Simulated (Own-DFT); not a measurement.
# Computed records: GaP (zincblende, atoms displaced)

A calculation, not a measurement: plane-wave PBE density functional theory by an unreviewed code, no spin, of a simulated periodic cell, stress positive in tension, free energy of the whole cell less one offset for each atom, forces on such cells passed a denser k mesh, this cell's mesh not checked; offsets are fitted by least squares, one for each functional and potential file, so energies compare only between cells with the same atoms and settings and are not formation energies; the far tail of each file's local potential was reset to the Coulomb form; each entry is a single point on an unrelaxed cell, so the pressure reflects the starting lattice, mostly measured values (interpolated for alloys), from which strain is counted, and rises with the displacements; printed positions are rounded, which can move forces by about a meV/angstrom; the program, named Own-DFT, is a retired in-house code; no spin-orbit coupling. Program: Own-DFT development build.

## GaP (zincblende, atoms displaced)

```cif
# cell vector a (Å): 16.3515 0.0000 0.0000
# cell vector b (Å): 0.0000 10.9010 0.0000
# cell vector c (Å): 0.0000 0.0000 10.9010
data_GaP
_symmetry_space_group_name_H-M 'P 1'
_symmetry_Int_Tables_number 1
_cell_length_a 16.3515
_cell_length_b 10.9010
_cell_length_c 10.9010
_cell_angle_alpha 90.000
_cell_angle_beta 90.000
_cell_angle_gamma 90.000
_cell_volume 1943.08
loop_
_atom_site_label
_atom_site_type_symbol
_atom_site_fract_x
_atom_site_fract_y
_atom_site_fract_z
_atom_site_occupancy
Ga1 Ga 0.99994 0.99736 0.00345 1
Ga2 Ga 0.00927 0.25743 0.25559 1
Ga3 Ga 0.16410 0.99612 0.25104 1
Ga4 Ga 0.16545 0.25643 0.00622 1
P1 P 0.08221 0.13093 0.11771 1
P2 P 0.08189 0.37601 0.38313 1
P3 P 0.24581 0.14208 0.37738 1
P4 P 0.24809 0.36321 0.12057 1
Ga5 Ga 0.00074 0.98707 0.50885 1
Ga6 Ga 0.00451 0.25820 0.75888 1
Ga7 Ga 0.16665 0.98718 0.74275 1
Ga8 Ga 0.16663 0.25635 0.49625 1
P5 P 0.07353 0.12520 0.62930 1
P6 P 0.08110 0.38471 0.87379 1
P7 P 0.25038 0.12114 0.86393 1
P8 P 0.24052 0.38394 0.63491 1
Ga9 Ga 0.00793 0.48666 0.99922 1
Ga10 Ga 0.00256 0.75772 0.23493 1
Ga11 Ga 0.16520 0.50248 0.25141 1
Ga12 Ga 0.17264 0.73708 0.99742 1
P9 P 0.07652 0.62494 0.12789 1
P10 P 0.08271 0.88005 0.36069 1
P11 P 0.26549 0.61900 0.37467 1
P12 P 0.25181 0.87606 0.13370 1
Ga13 Ga 0.00923 0.49735 0.48960 1
Ga14 Ga 0.00254 0.74841 0.75774 1
Ga15 Ga 0.17126 0.49545 0.75582 1
Ga16 Ga 0.14786 0.76578 0.51799 1
P13 P 0.08152 0.62941 0.62965 1
P14 P 0.08687 0.86744 0.87308 1
P15 P 0.25037 0.63270 0.88122 1
P16 P 0.25368 0.87253 0.62402 1
Ga17 Ga 0.34079 0.99652 0.01577 1
Ga18 Ga 0.33410 0.25306 0.23926 1
Ga19 Ga 0.49083 0.01508 0.26183 1
Ga20 Ga 0.50111 0.25544 0.99611 1
P17 P 0.42027 0.13111 0.13332 1
P18 P 0.40551 0.36774 0.36902 1
P19 P 0.58848 0.12624 0.37502 1
P20 P 0.58297 0.37467 0.12703 1
Ga21 Ga 0.32738 0.99746 0.49871 1
Ga22 Ga 0.33898 0.24237 0.75152 1
Ga23 Ga 0.49535 0.99842 0.75552 1
Ga24 Ga 0.51451 0.25130 0.49616 1
P21 P 0.41615 0.13013 0.63249 1
P22 P 0.40912 0.36730 0.88851 1
P23 P 0.58546 0.14032 0.87005 1
P24 P 0.58212 0.38647 0.62624 1
Ga25 Ga 0.33544 0.50061 0.99891 1
Ga26 Ga 0.33525 0.74672 0.24651 1
Ga27 Ga 0.50332 0.51579 0.24190 1
Ga28 Ga 0.49373 0.74550 0.99628 1
P25 P 0.40553 0.62825 0.12014 1
P26 P 0.40737 0.89201 0.35715 1
P27 P 0.58773 0.62818 0.39502 1
P28 P 0.58927 0.87081 0.14156 1
Ga29 Ga 0.33459 0.51192 0.49198 1
Ga30 Ga 0.32656 0.73957 0.73032 1
Ga31 Ga 0.50313 0.48743 0.73175 1
Ga32 Ga 0.49949 0.74577 0.50085 1
P29 P 0.41421 0.61825 0.62470 1
P30 P 0.42032 0.88075 0.87591 1
P31 P 0.57781 0.62379 0.87967 1
P32 P 0.58716 0.87059 0.62137 1
Ga33 Ga 0.66890 0.98778 0.99287 1
Ga34 Ga 0.67449 0.24951 0.25119 1
Ga35 Ga 0.83024 0.99284 0.24857 1
Ga36 Ga 0.82939 0.24772 0.99527 1
P33 P 0.74673 0.13287 0.11569 1
P34 P 0.75117 0.38530 0.37249 1
P35 P 0.91379 0.13843 0.37616 1
P36 P 0.91574 0.36211 0.11297 1
Ga37 Ga 0.65883 0.99394 0.50488 1
Ga38 Ga 0.65681 0.25339 0.72744 1
Ga39 Ga 0.83230 0.01252 0.74881 1
Ga40 Ga 0.83455 0.24709 0.49024 1
P37 P 0.75302 0.12694 0.61879 1
P38 P 0.73958 0.38290 0.86996 1
P39 P 0.91064 0.12202 0.88430 1
P40 P 0.91655 0.37033 0.61956 1
Ga41 Ga 0.66348 0.51511 0.99761 1
Ga42 Ga 0.66413 0.72982 0.25511 1
Ga43 Ga 0.83400 0.49268 0.24629 1
Ga44 Ga 0.84098 0.75473 0.01321 1
P41 P 0.75498 0.62145 0.13056 1
P42 P 0.74599 0.85745 0.37190 1
P43 P 0.91972 0.63063 0.37067 1
P44 P 0.91915 0.87239 0.11559 1
Ga45 Ga 0.67186 0.49655 0.49170 1
Ga46 Ga 0.67471 0.74290 0.74900 1
Ga47 Ga 0.83575 0.51103 0.74134 1
Ga48 Ga 0.83359 0.74855 0.50771 1
P45 P 0.74461 0.62622 0.63864 1
P46 P 0.75060 0.89552 0.86009 1
P47 P 0.91935 0.61294 0.87936 1
P48 P 0.91979 0.86667 0.62236 1
```

| Quantity | Value |
| --- | --- |
| functional | PBE |
| potential files | PseudoDojo norm-conserving, scalar-relativistic, standard set |
| wave cutoff | 42 hartree |
| occupations | Fermi-Dirac |
| smearing width | 0.1 eV |
| hardware | one NVIDIA H200 |
| k mesh | 2 x 3 x 3 centred on Gamma |
| free energy of cell above offsets | -40.263 eV |
| pressure | 4.67 GPa |
| stress xx | -4.64 GPa |
| stress yy | -4.71 GPa |
| stress zz | -4.65 GPa |
| stress yz | -1.04 GPa |
| stress xz | 1.3 GPa |
| stress xy | 1.13 GPa |
| wall time | 967.8 s |

Force:
```tsv
element	x (eV/Å)	y (eV/Å)	z (eV/Å)
Ga	0.472	0.453	-1.111
Ga	-1.701	-0.835	-0.957
Ga	1.12	2.043	-0.669
Ga	-0.187	-1.233	-2.385
P	0.075	-0.868	1.053
P	1.937	-0.241	-1.72
P	0.7	-1.968	-0.902
P	0.289	2.472	0.542
Ga	-0.352	1.479	-1.341
Ga	-1.786	-0.918	-0.386
Ga	-0.251	1.429	0.544
Ga	-0.645	-0.117	1.901
P	1.738	-0.317	-0.375
P	2.066	-1.393	-0.323
P	-0.358	-0.304	1.583
P	2.756	-1.69	-2.014
Ga	-2.258	1.399	1.397
Ga	-0.926	-0.356	1.494
Ga	0.793	-0.143	0.215
Ga	-1.828	2.101	1.955
P	1.813	-0.822	-0.899
P	-0.9	-0.692	1.716
P	-4.13	2.308	-1.652
P	-0.6	-0.51	-0.862
Ga	-2.51	1.812	1.834
Ga	-1.086	-0.428	0.064
Ga	-1.265	2.163	0.935
Ga	1.897	-0.029	-1.589
P	-0.07	-1.567	0.351
P	0.068	0.529	0.944
P	1.485	-2.031	-1.886
P	-1.402	0.19	-0.953
Ga	-0.734	0.511	-1.174
Ga	-0.776	-0.574	0.697
Ga	2.475	-0.351	-0.637
Ga	0.311	-0.325	0.706
P	-0.01	0.247	-1.647
P	2.526	1.226	1.101
P	0.224	-0.278	-0.265
P	0.454	0.675	0.106
Ga	0.45	1.593	-0.213
Ga	-1.796	1.258	0.427
Ga	1.566	0.984	-0.697
Ga	-2.413	0.378	0.122
P	1.241	-1.116	-2.206
P	1.141	0.669	-1.955
P	-0.437	-1.782	0.189
P	1.949	-1.479	-3.499
Ga	-1.464	-0.396	0.117
Ga	-0.724	0.758	0.53
Ga	-0.644	-0.988	0.85
Ga	0.632	0.828	0.801
P	2.228	-0.186	0.046
P	0.341	-2.066	2.215
P	-1.152	-0.877	-1.718
P	-1.412	0.352	-1.169
Ga	0.857	-3.307	1.863
Ga	0.995	0.289	2.192
Ga	-2.858	2.292	3.942
Ga	-0.938	1.47	0.153
P	1.018	0.19	-0.189
P	-1.57	-1.365	0.166
P	0.008	0.362	-1.671
P	-1.606	-0.596	1.662
Ga	-1.261	1.428	1.099
Ga	-0.9	0.477	-0.231
Ga	-0.106	0.762	0.14
Ga	-0.895	0.958	-0.691
P	0.202	-1.743	0.656
P	0.476	-1.659	-0.006
P	1.642	-2.645	-1.442
P	0.745	0.918	1.387
Ga	1.948	0.487	-1.101
Ga	2.013	-0.545	1.662
Ga	1.276	-0.155	-1.038
Ga	-1.02	1.311	1.227
P	-1.223	0.204	-0.536
P	1.094	-0.413	-0.526
P	1.572	0.34	-0.938
P	0.378	0.851	0.224
Ga	0.597	-1.318	0.725
Ga	0.587	0.724	-0.461
Ga	1.584	0.466	-0.341
Ga	-1.889	-1.704	-2.519
P	-0.666	0.454	-0.843
P	0.519	1.361	0.695
P	-0.017	-0.561	0.008
P	0.43	1.825	1.884
Ga	-0.35	0.663	1.826
Ga	-2.465	2.231	2.135
Ga	0.04	-1.712	0.894
Ga	-0.454	-0.487	-0.697
P	1.846	-1.508	-3.213
P	0.299	-2.95	0.912
P	-0.031	1.21	0.26
P	-0.81	0.416	1.503
```
